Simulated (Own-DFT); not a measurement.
# What a defect does to the pressure of its cell: C40 NbSi2

Source: density functional calculations with Own-DFT, an unreviewed in-house program that is no longer used. Nothing was measured or relaxed, and spin and spin-orbit coupling are left out.

Method: PBE; PseudoDojo norm-conserving scalar-relativistic files; cutoff 42 hartree; 4 x 4 x 5 k mesh centred on Gamma; cold (Marzari-Vanderbilt) smearing of 0.2 eV.

Keep in mind: forces on such cells failed a check on a denser k mesh; stress not checked against mesh or cutoff.

All runs share one cell, with vectors in Å (0.000, 8.324, 0.000); (-9.613, 0.000, 0.000); (0.000, 0.000, 6.586) and a volume of 527.0 Å³. u is the rms random offset of the atoms per axis. The defect's site can differ from row to row.

| cell | formula | u (Å) | P (GPa) |
|---|---|---|---|
| no defect | Nb12Si24 | 0.0192 | 1.49 |
| no defect | Nb12Si24 | 0.0208 | 1.55 |
| no defect | Nb12Si24 | 0.0478 | 2.44 |
| one Si vacancy | Nb12Si23 | 0.0281 | 1.00 |
| one Si vacancy | Nb12Si23 | 0.0438 | 1.67 |
| one Si vacancy | Nb12Si23 | 0.0526 | 1.65 |
| two Nb on a Si site each | Nb14Si22 | 0.0289 | 7.66 |
| two Nb on a Si site each | Nb14Si22 | 0.0295 | 7.30 |
| two Nb on a Si site each | Nb14Si22 | 0.0496 | 7.91 |
| two Nb vacancies | Nb10Si24 | 0.0288 | ? |
| two Nb vacancies | Nb10Si24 | 0.0292 | -0.12 |
| two Nb vacancies | Nb10Si24 | 0.0471 | 0.50 |
| two Nb vacancies | Nb10Si24 | 0.0532 | 0.26 |
| two Si on a Nb site each | Nb10Si26 | 0.0312 | 1.47 |
| two Si on a Nb site each | Nb10Si26 | 0.0471 | 2.40 |
| two Si on a Nb site each | Nb10Si26 | 0.0508 | 2.84 |

## Working it out

P = P0 + c u² + a shift for each defect gives P0 = 1.40 GPa, c = 412 ± 83 GPa/Å² and a scatter of 0.26 GPa. The shifts, and each times the cell's volume:

- two Nb on a Si site each: 5.65 ± 0.21 GPa, 18.6 eV (9.3 eV for each of its 2 sites)
- two Si on a Nb site each: 0.04 ± 0.22 GPa, 0.1 eV (0.1 eV for each of its 2 sites) (not resolved)
- one Si vacancy: -0.72 ± 0.22 GPa, -2.4 eV
- two Nb vacancies: -2.00 ± 0.22 GPa, -6.6 eV (-3.3 eV for each of its 2 sites)

Against the defect-free cell, a freed cell would be larger where the shift is positive and smaller where it is negative (160.2 GPa Å³ is 1 eV). The atoms around the defects weren't relaxed, which would change these numbers.

## Prediction

Question: what pressure belongs in the blank (two Nb vacancies, u = 0.0288 Å)?

The fit gives -0.25 ± 0.31 GPa. The calculation gave -0.13 GPa.
